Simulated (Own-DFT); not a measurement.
## Calculated data, InGa₃As₄ (zincblende random alloy, strained, atoms displaced)

Computed with Own-DFT development build. A calculation, not a measurement: plane-wave PBE density functional theory by an unreviewed code, no spin, of a simulated periodic cell, stress positive in tension, free energy of the whole cell less one offset for each atom, forces on such cells passed a denser k mesh, this cell's mesh not checked; offsets are fitted by least squares, one for each functional and potential file, so energies compare only between cells with the same atoms and settings and are not formation energies; the far tail of each file's local potential was reset to the Coulomb form; each entry is a single point on an unrelaxed cell, so the pressure reflects the starting lattice, mostly measured values, from which strain is counted, and rises with the displacements; printed positions are rounded, which can move forces by about a meV/angstrom; the program is a retired in-house code; no spin-orbit coupling; before rounding, a Quantum ESPRESSO 7.3.1 run of the same cell and cutoff gave forces within 1 meV/angstrom rms on each cell, which checks the program and not the settings.

Common to all runs: functional PBE; potential files PseudoDojo norm-conserving, scalar-relativistic, standard set; wave cutoff 42 hartree; occupations Fermi-Dirac; smearing width 0.1 eV; k mesh 3 x 3 x 3 centred on Gamma.

(1) InGa₃As₄ (zincblende random alloy, strained, atoms displaced)

```
CELL_PARAMETERS angstrom
11.44020 -0.06020 -0.08150
-0.06020 11.58990 -0.20110
-0.08150 -0.20110 11.49320
ATOMIC_POSITIONS crystal
Ga 0.99910 0.01028 0.00192
Ga 0.99768 0.25299 0.25367
In 0.25492 0.99845 0.24335
Ga 0.24492 0.24069 0.99799
As 0.12553 0.12580 0.13215
As 0.12709 0.36842 0.37774
As 0.37112 0.12278 0.37452
As 0.37017 0.37810 0.13072
In 0.99930 0.00525 0.50672
In 0.99586 0.25356 0.74424
Ga 0.24822 0.99770 0.74783
Ga 0.24968 0.25069 0.50046
As 0.12426 0.12960 0.62862
As 0.12804 0.36796 0.87979
As 0.37618 0.12618 0.87872
As 0.37923 0.37480 0.62877
Ga 0.99303 0.49358 0.00000
Ga 0.00371 0.75078 0.24989
Ga 0.24770 0.49247 0.24684
Ga 0.24367 0.74796 0.00180
As 0.12626 0.62916 0.13105
As 0.12818 0.87465 0.37093
As 0.37063 0.62471 0.36980
As 0.37734 0.86817 0.13034
Ga 0.99644 0.50094 0.50422
Ga 0.99551 0.74677 0.74330
In 0.25096 0.50003 0.74482
In 0.25200 0.74154 0.48706
As 0.12667 0.61870 0.62976
As 0.12210 0.87003 0.86995
As 0.37262 0.62831 0.86732
As 0.36938 0.87529 0.62621
Ga 0.49564 0.99555 0.00137
Ga 0.49847 0.25481 0.25417
Ga 0.74862 0.99697 0.25847
In 0.75199 0.25326 0.00269
As 0.63172 0.12118 0.12926
As 0.62685 0.37546 0.38341
As 0.87023 0.12673 0.37715
As 0.88021 0.37254 0.12428
Ga 0.49491 0.99984 0.49908
Ga 0.49942 0.24866 0.75011
Ga 0.75468 0.99934 0.75782
Ga 0.75030 0.25520 0.49891
As 0.62636 0.12162 0.61913
As 0.62237 0.36905 0.87899
As 0.87287 0.12588 0.87334
As 0.87192 0.37223 0.62271
Ga 0.49352 0.50068 0.99733
In 0.49826 0.75339 0.24110
Ga 0.75149 0.49614 0.25456
Ga 0.74889 0.74634 0.00048
As 0.62231 0.62370 0.12573
As 0.61312 0.87447 0.37603
As 0.88222 0.63144 0.37660
As 0.88202 0.87348 0.11612
In 0.49175 0.49854 0.49644
Ga 0.50446 0.74474 0.75442
Ga 0.75150 0.50367 0.75077
Ga 0.74728 0.75902 0.50290
As 0.62510 0.63071 0.63176
As 0.62215 0.87447 0.86906
As 0.88325 0.63433 0.87298
As 0.87408 0.88028 0.62072
```

| Property | Result |
| --- | --- |
| free energy of cell above offsets | -21.519 eV |
| pressure | 4.92 GPa |
| stress xx | -5.22 GPa |
| stress yy | -4.61 GPa |
| stress zz | -4.91 GPa |
| stress yz | -2.3 GPa |
| stress xz | -1.21 GPa |
| stress xy | 0 GPa |

Force:
```tsv
element	x (eV/Å)	y (eV/Å)	z (eV/Å)
Ga	0.155	-0.72	-0.555
Ga	-0.121	-0.562	-0.008
In	-0.962	-0.354	0.261
Ga	0.212	0.433	0.663
As	-0.867	1.002	-1.021
As	-0.237	0.977	0.163
As	1.428	1.545	1.218
As	0.658	-0.853	-1.087
In	0.221	-0.46	-1.533
In	-0.197	-0.227	0.914
Ga	-0.169	0.207	0.428
Ga	0.189	-0.392	0.281
As	2.586	-0.01	0.032
As	0.07	0.939	0.952
As	0.003	-0.468	-0.369
As	0.008	-1.928	-0.353
Ga	0.97	0.821	-0.169
Ga	-0.461	0.339	-0.216
Ga	-0.735	0.642	0.543
Ga	0.229	0.08	-0.399
As	-0.151	-1.106	-0.611
As	-0.971	0.168	-0.014
As	1.021	-1.775	-1.955
As	-1.023	1.113	-3.609
Ga	0.163	-0.27	-0.381
Ga	0.318	0.486	-0.407
In	-0.635	-1.315	1.041
In	-1.587	1.063	1.892
As	-1.706	1.279	-1.236
As	0.05	0.746	0.512
As	1.046	0.896	1.996
As	1.265	0.143	0.365
Ga	0.414	0.144	0.1
Ga	0.131	-0.589	-0.239
Ga	-0.01	-0.516	-0.695
In	-0.902	-1.067	-0.154
As	-1.262	-0.378	0.592
As	0.835	-0.504	-1.405
As	0	0.79	-0.603
As	0.727	1.403	1.687
Ga	-0.43	-0.006	0.323
Ga	0.196	-0.525	-0.24
Ga	-0.851	-0.299	-0.911
Ga	-0.536	-0.89	0.033
As	0.252	0.333	0.694
As	-0.522	1.673	-1.007
As	0.747	-0.799	0.26
As	-0.721	1.82	-0.543
Ga	-0.098	-0.074	-0.042
In	0.379	-1.856	1.255
Ga	0.047	0.361	-0.087
Ga	-0.275	0.285	-0.248
As	1.525	-1.311	-0.962
As	1.904	0.995	1.186
As	-0.708	-0.247	0.139
As	-0.501	0.252	1.026
In	0.353	0.867	0.477
Ga	-0.923	0.652	-0.489
Ga	-0.205	-0.163	0.292
Ga	-0.396	-0.657	-0.435
As	0.834	-0.166	-0.508
As	0.542	0.257	1.059
As	-0.706	-1.173	0.469
As	-0.608	-1.049	1.641
```

(2) InGa₃As₄ (zincblende random alloy, strained, atoms displaced)

```
CELL_PARAMETERS angstrom
11.30950 0.05720 -0.12670
0.05720 11.38160 -0.18040
-0.12670 -0.18040 11.44420
ATOMIC_POSITIONS crystal
Ga 0.00177 0.99730 0.00187
In 0.00495 0.25022 0.25080
Ga 0.24691 0.00584 0.24903
Ga 0.25072 0.24457 0.00036
As 0.13073 0.11178 0.12700
As 0.12268 0.37086 0.38207
As 0.37795 0.11935 0.37287
As 0.37721 0.37288 0.12894
Ga 0.01056 0.00445 0.49493
Ga 0.99864 0.25155 0.74505
Ga 0.24751 0.00880 0.75208
Ga 0.24933 0.24959 0.50275
As 0.11979 0.13468 0.63189
As 0.12125 0.38044 0.87090
As 0.37273 0.12372 0.87540
As 0.37795 0.37601 0.62452
In 0.00373 0.49506 0.00307
In 0.99737 0.74916 0.25311
In 0.24885 0.49880 0.24912
Ga 0.25491 0.74685 0.99552
As 0.12189 0.62734 0.12591
As 0.11383 0.87555 0.37516
As 0.37272 0.62124 0.37829
As 0.37276 0.88189 0.12398
Ga 0.99677 0.49795 0.50039
Ga 0.01067 0.75526 0.75879
Ga 0.25993 0.49711 0.74366
Ga 0.24977 0.75358 0.50411
As 0.12640 0.62215 0.62271
As 0.13196 0.88220 0.87001
As 0.37517 0.62930 0.87516
As 0.37288 0.87623 0.62923
In 0.49753 0.00426 0.00476
Ga 0.49919 0.24951 0.24743
In 0.75647 0.00620 0.24939
Ga 0.75587 0.24587 0.99214
As 0.62235 0.12297 0.12023
As 0.62342 0.36563 0.37841
As 0.86958 0.12889 0.37396
As 0.87803 0.37563 0.13049
In 0.50651 0.00494 0.50267
Ga 0.50163 0.25057 0.74792
Ga 0.74948 0.00092 0.74759
Ga 0.74535 0.25639 0.50191
As 0.63235 0.12778 0.62185
As 0.62620 0.37041 0.87622
As 0.87776 0.13096 0.86986
As 0.87290 0.37707 0.63139
Ga 0.49672 0.50156 0.99622
Ga 0.50354 0.74757 0.24868
Ga 0.75513 0.49659 0.24295
Ga 0.75415 0.75810 0.99373
As 0.62882 0.62513 0.11188
As 0.63098 0.87702 0.38489
As 0.86673 0.62716 0.37256
As 0.86979 0.87543 0.12223
Ga 0.50204 0.49896 0.49853
Ga 0.49934 0.74425 0.75365
Ga 0.75030 0.50318 0.75581
In 0.74625 0.75495 0.50153
As 0.63081 0.62850 0.62621
As 0.62793 0.87730 0.86780
As 0.87577 0.61805 0.87343
As 0.87729 0.86798 0.62626
```

| Quantity | Value |
| --- | --- |
| free energy of cell above offsets | -19.077 eV |
| pressure | 7.93 GPa |
| stress xx | -8.18 GPa |
| stress yy | -7.86 GPa |
| stress zz | -7.75 GPa |
| stress yz | -3.22 GPa |
| stress xz | -2.34 GPa |
| stress xy | 0.66 GPa |

Force:
```tsv
element	x (eV/Å)	y (eV/Å)	z (eV/Å)
Ga	-0.554	-0.166	-0.533
In	-0.467	-1.351	-0.246
Ga	0.465	-1.631	1.132
Ga	-0.523	0.505	-0.051
As	-0.279	1.289	-1.491
As	1.037	1.098	1.286
As	-1.076	1.675	-0.636
As	0.722	-0.557	-1.648
Ga	-1.63	0.416	1.049
Ga	-0.583	0.688	0.951
Ga	-0.046	-0.405	-0.687
Ga	0.182	-0.36	-0.036
As	1.151	-0.957	-1.173
As	2.229	-1.717	-1.209
As	-0.028	1.45	-1.146
As	0.639	-0.427	-0.483
In	-1.239	0.252	0.236
In	-1.298	-0.52	-0.724
In	-0.94	-0.466	0.438
Ga	-0.881	0.771	0.812
As	1.82	1.177	-0.979
As	3.12	1.195	0.852
As	1.367	1.682	0.726
As	-0.613	-1.739	1.218
Ga	-0.511	0.199	0.069
Ga	-0.996	-1.057	-0.84
Ga	-1.092	0.462	0.596
Ga	-0.389	-0.279	-0.309
As	0.146	0.386	0.312
As	0.151	-0.117	1.104
As	0.262	-0.869	-0.445
As	-0.064	-0.061	0.578
In	-0.451	-1.668	-1.546
Ga	0.044	-0.577	0.209
In	-1.978	-1.157	-0.221
Ga	-0.562	0.423	1.13
As	1.66	2.953	1.023
As	0.013	1.348	-0.963
As	1.681	1.205	2.705
As	-1.295	-0.631	-1.211
In	-1.511	-1.056	0.426
Ga	-0.185	-0.42	0.106
Ga	0.48	-0.272	-0.139
Ga	0.844	-0.506	0.363
As	0.894	1.426	1.682
As	-0.023	0.704	-0.086
As	0.631	-0.985	0.074
As	-0.046	0.304	-0.721
Ga	0.046	-0.612	0.168
Ga	-0.144	0.125	0.177
Ga	-1.306	0.343	0.612
Ga	-0.418	-0.937	-0.598
As	0.164	0.248	0.809
As	-1.311	0.211	-3.457
As	0.631	-1.975	0.168
As	1.227	-0.035	-1.432
Ga	0.112	0.136	0.348
Ga	0.104	0.475	-0.488
Ga	-0.827	-0.601	-0.46
In	0.49	-1.443	0.614
As	-1.361	-1.453	0.861
As	0.122	-0.265	-0.103
As	0.189	2.065	-0.041
As	2.005	2.062	1.27
```

(3) InGa₃As₄ (zincblende random alloy, strained, atoms displaced)

```
CELL_PARAMETERS angstrom
11.38960 0.13740 0.22710
0.13740 11.35350 -0.19900
0.22710 -0.19900 11.29070
ATOMIC_POSITIONS crystal
Ga 0.99585 0.00655 0.00500
Ga 0.99833 0.25227 0.25245
Ga 0.25372 0.00407 0.24180
Ga 0.24092 0.25646 0.00084
As 0.12836 0.12427 0.12329
As 0.12845 0.38248 0.37778
As 0.37550 0.11790 0.37603
As 0.36914 0.37759 0.12193
In 0.99933 0.00489 0.50892
Ga 0.00180 0.25169 0.75274
Ga 0.25238 0.00167 0.74603
In 0.24614 0.26167 0.49913
As 0.12511 0.12370 0.62290
As 0.13689 0.37414 0.87125
As 0.37597 0.12339 0.87554
As 0.37531 0.36982 0.62324
In 0.99796 0.50163 0.99469
Ga 0.00378 0.74486 0.25806
Ga 0.25700 0.50084 0.24073
Ga 0.25341 0.74540 0.99887
As 0.12303 0.62853 0.12008
As 0.12577 0.87893 0.37860
As 0.37652 0.62325 0.37514
As 0.36965 0.87650 0.12301
Ga 0.00182 0.50917 0.49887
Ga 0.99623 0.75123 0.74549
Ga 0.25807 0.50234 0.75189
Ga 0.24565 0.74737 0.50676
As 0.12385 0.62339 0.62318
As 0.12081 0.87355 0.87605
As 0.37666 0.61910 0.87718
As 0.37825 0.88178 0.62420
In 0.49471 0.99762 0.00752
In 0.50441 0.24064 0.25373
Ga 0.75268 0.00563 0.24484
Ga 0.75058 0.25238 0.00337
As 0.61978 0.12301 0.12061
As 0.62683 0.37964 0.36658
As 0.86934 0.12426 0.37072
As 0.87359 0.38049 0.12653
Ga 0.50061 0.00031 0.49643
Ga 0.50458 0.25004 0.74697
Ga 0.74876 0.99805 0.74596
In 0.75028 0.25119 0.49517
As 0.62359 0.13223 0.62672
As 0.62284 0.37568 0.87786
As 0.87827 0.12487 0.88097
As 0.87392 0.37467 0.63132
Ga 0.49882 0.50273 0.00114
In 0.50120 0.75483 0.24157
Ga 0.74946 0.50099 0.24881
In 0.75062 0.75218 0.00345
As 0.62482 0.62077 0.11376
As 0.62560 0.87900 0.36815
As 0.87263 0.62128 0.37471
As 0.87352 0.87650 0.12117
Ga 0.49577 0.49436 0.49813
Ga 0.50008 0.75428 0.74773
Ga 0.75237 0.50459 0.74691
Ga 0.74387 0.74235 0.50634
As 0.62749 0.63416 0.61438
As 0.62250 0.87504 0.87831
As 0.87219 0.62209 0.87919
As 0.87668 0.87717 0.63119
```

| Item | Value |
| --- | --- |
| free energy of cell above offsets | -18.557 eV |
| pressure | 8.7 GPa |
| stress xx | -8.56 GPa |
| stress yy | -8.68 GPa |
| stress zz | -8.85 GPa |
| stress yz | -3.19 GPa |
| stress xz | 3.18 GPa |
| stress xy | 1.86 GPa |

Force:
```tsv
element	x (eV/Å)	y (eV/Å)	z (eV/Å)
Ga	0.363	-0.475	-0.108
Ga	0.102	0.279	0.129
Ga	-0.916	0.1	1.246
Ga	0.936	-0.599	-0.043
As	-0.415	0.338	0.165
As	-1.28	0.803	-2.227
As	-0.502	-0.982	0.117
As	1.148	-1.079	-0.953
In	-1.368	0.133	-1.034
Ga	-0.045	0.047	0.293
Ga	-0.786	0.305	1.02
In	-0.246	-1.454	0.024
As	1.112	0.965	1.939
As	-0.24	-0.507	-1.12
As	-0.79	1.126	-0.824
As	1.799	1.169	1.305
In	0.538	-0.392	0.405
Ga	-0.381	1.015	-0.104
Ga	-1.386	1.294	1.255
Ga	-0.882	0.88	-0.033
As	1.212	0.067	0.948
As	1.311	-1.336	-1.413
As	-0.55	-0.397	0.327
As	-1.531	-1.495	-0.104
Ga	-0.774	-0.701	0.406
Ga	0.03	-0.175	1.114
Ga	-0.595	0.033	-0.382
Ga	0.506	0.712	-0.54
As	0.443	-0.157	0.708
As	0.591	0.005	-0.298
As	0.765	0.629	-0.737
As	0.07	-1.204	-0.468
In	-0.493	0.843	-0.964
In	-1.724	2.002	0.503
Ga	-0.717	-0.123	0.009
Ga	-0.386	0.185	0.048
As	3.554	-0.44	-0.797
As	0.057	0.855	0.525
As	1.831	-1.043	-1.723
As	-0.024	-1.711	0.362
Ga	0.185	0.311	0.526
Ga	-1.199	0.701	1.433
Ga	-0.742	0.851	1.157
In	-0.869	1.578	0.969
As	0.171	-2.267	-0.395
As	0.57	-0.138	-0.687
As	-0.311	0.076	-0.888
As	1.496	0.382	-0.428
Ga	-0.505	-0.583	0.024
In	-0.605	-0.286	0.925
Ga	-0.552	0.746	-0.033
In	-0.787	0.8	-0.336
As	0.329	-1.743	0.955
As	1.569	0.197	0.988
As	0.098	0.281	-0.032
As	1.841	0.498	1.634
Ga	0.14	0.694	0.072
Ga	-0.234	0.079	0.375
Ga	-0.986	0.406	0.578
Ga	1.594	2.501	-1.664
As	-1.696	-2.528	1.809
As	0.718	-0.479	-2.32
As	0.458	0.164	-3.176
As	-1.02	-1.756	-0.463
```

(4) InGa₃As₄ (zincblende random alloy, strained, atoms displaced)

```
CELL_PARAMETERS angstrom
11.36870 -0.13180 0.10180
-0.13180 11.34240 0.16440
0.10180 0.16440 11.46290
ATOMIC_POSITIONS crystal
In 0.99520 0.00541 0.99979
Ga 0.00309 0.24943 0.25128
Ga 0.25363 0.00275 0.25011
Ga 0.25096 0.24227 0.00281
As 0.12599 0.12203 0.13381
As 0.12885 0.37997 0.37791
As 0.37216 0.11866 0.37234
As 0.37701 0.37140 0.12635
In 0.01183 0.99807 0.49569
Ga 0.99239 0.24667 0.74747
Ga 0.25528 0.99795 0.75342
Ga 0.25190 0.25170 0.49795
As 0.12922 0.12095 0.62570
As 0.12491 0.38294 0.88025
As 0.37545 0.12366 0.86628
As 0.37430 0.37833 0.61976
Ga 0.99750 0.50101 0.00032
Ga 0.00677 0.75109 0.25290
Ga 0.25597 0.49994 0.25039
Ga 0.25238 0.75730 0.00479
As 0.13146 0.63014 0.12268
As 0.12400 0.87183 0.38013
As 0.37689 0.62907 0.37927
As 0.37571 0.87366 0.12028
In 0.00773 0.50754 0.50362
Ga 0.99600 0.75078 0.75898
In 0.24795 0.49698 0.74731
Ga 0.24901 0.75674 0.50312
As 0.12656 0.62492 0.61574
As 0.12077 0.88017 0.87245
As 0.37527 0.62943 0.87167
As 0.37432 0.86820 0.62126
Ga 0.50481 0.99258 0.00008
In 0.50392 0.25433 0.24488
Ga 0.75655 0.00033 0.24641
In 0.75040 0.24987 0.00198
As 0.62693 0.12113 0.13004
As 0.62682 0.37740 0.37172
As 0.87568 0.12655 0.37112
As 0.86147 0.36965 0.12112
In 0.50295 0.00483 0.50093
Ga 0.50660 0.24962 0.75575
Ga 0.75633 0.98623 0.74980
Ga 0.75628 0.25044 0.49811
As 0.63231 0.12378 0.61890
As 0.62104 0.38374 0.87575
As 0.87662 0.13334 0.87570
As 0.87544 0.36797 0.62592
Ga 0.49568 0.50623 0.99824
Ga 0.49877 0.74751 0.24123
Ga 0.75487 0.50741 0.25192
Ga 0.74719 0.75945 0.00416
As 0.61634 0.62841 0.12964
As 0.62463 0.87092 0.37768
As 0.86918 0.61870 0.37674
As 0.87133 0.87065 0.12730
In 0.50239 0.50594 0.49786
Ga 0.49344 0.74942 0.75153
Ga 0.74466 0.50263 0.75563
Ga 0.74779 0.75422 0.49497
As 0.61471 0.62122 0.61722
As 0.62019 0.87169 0.87549
As 0.87170 0.62387 0.88176
As 0.87474 0.87735 0.62503
```

| Item | Value |
| --- | --- |
| free energy of cell above offsets | -19.377 eV |
| pressure | 7.55 GPa |
| stress xx | -7.68 GPa |
| stress yy | -7.71 GPa |
| stress zz | -7.24 GPa |
| stress yz | 1.02 GPa |
| stress xz | 0.59 GPa |
| stress xy | -2.21 GPa |

Force:
```tsv
element	x (eV/Å)	y (eV/Å)	z (eV/Å)
In	0.62	-0.128	0.256
Ga	0.015	0.944	-0.213
Ga	-0.13	-0.894	-0.094
Ga	0.045	0.612	-0.424
As	0.276	0.563	0.124
As	0.211	-1.264	-1.112
As	-1.055	0.979	0.214
As	-1.572	1.37	-1.591
In	-1.402	1.322	0.428
Ga	1.681	0.556	-0.226
Ga	-0.144	-0.261	-1.026
Ga	0.126	-0.229	-0.005
As	0.64	1.258	1.229
As	-1.504	-2.38	1.136
As	0.25	-0.209	1.488
As	0.109	-2.51	0.708
Ga	0.122	-0.058	0.597
Ga	-0.52	-0.57	-0.19
Ga	0.109	0.429	-0.129
Ga	-0.183	-0.129	-1.461
As	-0.789	-0.846	0.611
As	1.702	-1.178	-2.115
As	-1.597	1.108	-1.455
As	-0.167	0.493	0.994
In	-1.72	-1.579	-1.152
Ga	0.31	-0.149	-1.043
In	0.729	0.922	-0.522
Ga	0.315	-0.623	-0.715
As	0.672	2.868	2.61
As	0.921	-1.071	0.091
As	-0.518	0.086	1.499
As	-0.599	0.194	1.548
Ga	-0.093	1.189	-0.24
In	0.247	-0.725	0.868
Ga	-0.443	-0.323	0.625
In	-1.543	-0.44	-1.812
As	-0.487	-2.054	-0.409
As	1.517	-0.109	0.64
As	-0.461	0.037	-0.023
As	2.906	2.477	2.579
In	-0.04	-0.489	-0.431
Ga	0.108	0.47	-1.322
Ga	-0.504	1.467	0.294
Ga	-0.207	0.316	-0.545
As	0.749	0.826	2.202
As	-0.854	-0.363	0.242
As	-1.038	-1.248	-1.546
As	-0.935	0.503	0.642
Ga	0.027	-0.009	0.144
Ga	-0.3	0.757	1.158
Ga	-0.74	-0.649	-0.925
Ga	-0.284	-0.985	-0.222
As	1.144	-0.793	-0.821
As	0.262	-0.033	-1.677
As	0.22	1.716	-0.342
As	0.013	-0.5	0.998
In	-0.414	-1.677	-1.663
Ga	0.966	0.122	-0.913
Ga	0.56	0.385	-1.275
Ga	0.281	-0.589	0.655
As	2.845	2.562	3.092
As	0.318	-0.065	-0.359
As	-0.487	0.274	0.002
As	-0.285	-1.674	0.324
```
